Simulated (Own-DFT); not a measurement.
## Calculated data, Si₄₇N₆₄ (beta silicon nitride with one vacancy, atoms displaced)

Computed with Own-DFT development build. A calculation, not a measurement: plane-wave PBE density functional theory by an unreviewed code, no spin, of a simulated periodic cell, stress positive in tension, free energy of the whole cell less one offset for each atom, defect cell not probed for a lower state with spin; forces on such cells moved up to 12 meV/angstrom on a denser k mesh; offsets are fitted by least squares, one for each functional and potential file, so energies compare only between cells with the same atoms and settings and are not formation energies; the far tail of each file's local potential was reset to the Coulomb form; each entry is a single point on an unrelaxed cell, so the pressure reflects the starting lattice, mostly measured values (interpolated for alloys), from which strain is counted, and rises with the displacements; printed positions are rounded, which can move forces by about a meV/angstrom; the program, named Own-DFT, is a retired in-house code; no spin-orbit coupling; before rounding, a Quantum ESPRESSO 7.3.1 run of the same cell and cutoff gave forces within 1 meV/angstrom rms on each cell, which checks the program and not the settings.

Entry: Si₄₇N₆₄ (beta silicon nitride with one vacancy, atoms displaced)

```
CELL_PARAMETERS angstrom
15.21200 0.00000 0.00000
-7.60600 13.17400 0.00000
0.00000 0.00000 5.81800
ATOMIC_POSITIONS crystal
Si 0.08590 0.38669 0.12403
Si 0.11672 0.20390 0.11653
Si 0.29967 0.41643 0.12644
Si 0.41372 0.11759 0.37547
Si 0.38801 0.30189 0.37424
Si 0.20130 0.08385 0.36992
N 0.16592 0.01544 0.12387
N 0.48410 0.15096 0.12415
N 0.35025 0.33477 0.12094
N 0.33614 0.48603 0.38393
N 0.01785 0.35370 0.37269
N 0.15347 0.16596 0.37525
N 0.16803 0.33149 0.12575
N 0.33367 0.16573 0.36772
Si 0.08428 0.38540 0.61337
Si 0.11633 0.20360 0.63771
Si 0.29774 0.41216 0.61959
Si 0.41314 0.11782 0.87429
Si 0.20320 0.08886 0.87631
N 0.16237 0.01090 0.62441
N 0.48514 0.15017 0.62791
N 0.34613 0.33364 0.62188
N 0.33561 0.48230 0.87702
N 0.01513 0.35280 0.86241
N 0.15120 0.16745 0.88247
N 0.16978 0.33146 0.63068
N 0.33631 0.17017 0.87747
Si 0.08815 0.88737 0.12231
Si 0.11526 0.69808 0.12025
Si 0.29559 0.91047 0.12214
Si 0.41145 0.61070 0.37448
Si 0.38081 0.79530 0.37016
Si 0.20176 0.58586 0.37081
N 0.16524 0.51731 0.12817
N 0.48376 0.65116 0.12712
N 0.34668 0.83388 0.13304
N 0.33768 0.98642 0.37590
N 0.01629 0.84658 0.38678
N 0.15106 0.66605 0.37123
N 0.16731 0.83724 0.12564
N 0.33469 0.66769 0.37386
Si 0.09164 0.88915 0.62477
Si 0.11753 0.70326 0.62135
Si 0.29907 0.91241 0.62798
Si 0.41486 0.61450 0.86695
Si 0.37940 0.79450 0.87080
Si 0.20020 0.58716 0.88113
N 0.16554 0.51377 0.62375
N 0.48445 0.65178 0.63221
N 0.35026 0.83455 0.63044
N 0.33487 0.98212 0.87595
N 0.01766 0.85058 0.87750
N 0.15184 0.66674 0.87814
N 0.16581 0.83150 0.63065
N 0.33581 0.66613 0.87948
Si 0.58875 0.38600 0.12968
Si 0.61231 0.19946 0.12764
Si 0.79471 0.41429 0.12394
Si 0.91609 0.11676 0.38493
Si 0.88285 0.29821 0.38092
Si 0.70381 0.08929 0.37326
N 0.66797 0.01650 0.12442
N 0.98481 0.15280 0.12527
N 0.85207 0.33562 0.12857
N 0.83185 0.48171 0.36978
N 0.51405 0.34693 0.37977
N 0.64747 0.16592 0.38113
N 0.66510 0.33467 0.12291
N 0.83075 0.16536 0.37528
Si 0.58733 0.38967 0.62207
Si 0.61485 0.20338 0.63587
Si 0.79646 0.41039 0.62523
Si 0.91362 0.11625 0.87760
Si 0.88201 0.29857 0.86607
Si 0.70321 0.08777 0.88630
N 0.66835 0.01515 0.62097
N 0.98309 0.15032 0.62686
N 0.84717 0.33242 0.62762
N 0.83455 0.48629 0.87164
N 0.51401 0.34700 0.87688
N 0.64640 0.16555 0.87164
N 0.66832 0.33432 0.61648
N 0.83242 0.16808 0.86782
Si 0.58663 0.88680 0.12293
Si 0.61159 0.70042 0.12882
Si 0.79621 0.91135 0.12506
Si 0.91624 0.62137 0.38503
Si 0.88330 0.79816 0.36585
Si 0.70063 0.58606 0.37178
N 0.66658 0.51763 0.12582
N 0.98143 0.64960 0.12334
N 0.85124 0.83468 0.12834
N 0.83042 0.98401 0.37424
N 0.51343 0.84696 0.37513
N 0.64696 0.66554 0.37350
N 0.67006 0.83317 0.12590
N 0.83192 0.66552 0.36904
Si 0.58638 0.88593 0.62821
Si 0.61305 0.70029 0.62845
Si 0.79485 0.91303 0.62537
Si 0.91373 0.61479 0.87303
Si 0.88724 0.79564 0.87601
Si 0.70142 0.58537 0.87908
N 0.66389 0.51315 0.62094
N 0.98491 0.65272 0.62867
N 0.85000 0.83237 0.62429
N 0.83536 0.98639 0.87955
N 0.51171 0.84822 0.87664
N 0.65263 0.66941 0.87786
N 0.66206 0.83245 0.62456
N 0.83206 0.66725 0.86691
```

- functional: PBE
- potential files: PseudoDojo norm-conserving, scalar-relativistic, standard set
- wave cutoff: 42 hartree
- occupations: Fermi-Dirac
- smearing width: 0.1 eV
- k mesh: 2 x 2 x 4 centred on Gamma
- free energy of cell above offsets: -5.185 eV
- pressure: 5.83 GPa
- stress xx: -4.43 GPa
- stress yy: -6.57 GPa
- stress zz: -6.49 GPa
- stress yz: 0.77 GPa
- stress xz: -0.9 GPa
- stress xy: -0.33 GPa

Force:
```tsv
element	x (eV/Å)	y (eV/Å)	z (eV/Å)
Si	1.558	-1.231	-1.565
Si	0.013	-0.101	3.239
Si	1.045	-2.469	-0.049
Si	0.308	-0.438	0.157
Si	-1.385	-1.356	0.034
Si	0.259	1.617	1.168
N	-0.338	0.025	-0.514
N	0.258	-0.294	0.274
N	-0.379	0.57	1.501
N	-0.578	-0.23	-1.626
N	-2.138	-1.096	-0.848
N	-1.406	-0.154	0.346
N	-1.818	2.233	0.084
N	-0.764	0.282	0.332
Si	3.093	-0.37	2.143
Si	0.901	-0.316	-2.379
Si	0.534	-1.074	2.203
Si	-0.538	-0.198	0.182
Si	1.255	1.06	-0.562
N	0.255	4.259	0.206
N	-0.125	-0.131	-0.419
N	0.973	-0.364	-1.533
N	-0.192	1.728	-0.919
N	-0.402	-0.057	1.371
N	0.533	-1.524	-1.521
N	-3.008	1.107	-0.416
N	-1.053	-1.551	-0.172
Si	0.107	-1.419	1.464
Si	-2.65	2.806	1.157
Si	-0.455	1.466	1.154
Si	-0.555	2.994	0.513
Si	1.472	0.322	1.407
Si	1.197	1.324	1.88
N	-0.249	-1.267	-0.799
N	-0.122	-0.701	-0.428
N	0.499	-0.594	-1.911
N	-0.087	-0.933	0.008
N	-0.719	0.247	-2.211
N	0.108	-0.572	0.466
N	0.301	-2.426	-0.008
N	-0.539	-1.516	0.076
Si	-0.403	-4.031	0.719
Si	-0.78	0.519	0.382
Si	-1.032	0.324	-0.825
Si	-1.483	-0.67	2.55
Si	1.41	-0.014	1.949
Si	2.497	0.068	-1.675
N	-0.363	1.238	0.206
N	0.551	-0.382	-2.343
N	-0.337	-0.227	-1.632
N	0.287	1.245	-0.021
N	-0.475	0.012	-0.474
N	0.054	-0.503	-1.569
N	0.808	0.757	-0.274
N	-1.788	-0.801	-0.26
Si	-2.154	-0.996	-1.343
Si	-0.254	1.525	0.162
Si	0.964	-0.761	-0.348
Si	-2.08	-0.943	-2.377
Si	0.84	-1.118	-1.487
Si	-0.626	-0.521	1.052
N	-0.574	-0.387	0.752
N	0.381	-0.018	0.586
N	-0.997	0.584	-0.946
N	0.568	2.16	1.737
N	1.398	1.158	-0.811
N	0.837	-0.599	-0.542
N	1.177	-1.183	0.073
N	1.665	1.58	0.066
Si	-0.137	-3.692	1.83
Si	-1.036	0.908	-2.383
Si	-0.983	1.351	-0.802
Si	-1.348	0.047	0.323
Si	1.534	-0.869	2.798
Si	-0.103	0.481	-3.101
N	-0.626	0.606	1.226
N	1.616	0.719	1.097
N	-0.403	0.711	-1.01
N	0.217	-1.021	-0.072
N	1.309	0.907	0.069
N	1.956	-1.128	2.344
N	-1.133	-0.282	0.434
N	0.53	0.03	0.417
Si	0.792	-1.646	0.626
Si	0.538	1.366	-0.771
Si	0.57	0.661	0.132
Si	-1.355	-2.077	-2.076
Si	1.493	-0.791	2.775
Si	0.257	1.386	0.925
N	-0.235	-1.164	0.112
N	1.915	0.449	0.633
N	-0.378	0.608	-1.907
N	0.779	0.816	0.277
N	-0.224	0.727	-0.241
N	0.978	-1.011	0.917
N	-2.465	-0.364	-0.153
N	-0.257	0.469	0.184
Si	-0.5	-0.546	-0.632
Si	0.335	1.454	-0.159
Si	0.35	-0.898	0.279
Si	-1.801	0.572	0.595
Si	-1.085	0.756	-0.652
Si	-0.085	1.29	-1.511
N	-0.034	2.958	0.441
N	1.647	0.043	0.05
N	-0.997	0.985	0.145
N	0.134	-0.582	-0.577
N	0.253	0.733	0.065
N	0.292	-1.232	0.031
N	1.38	-0.168	0.226
N	1.048	-1.239	0.303
```
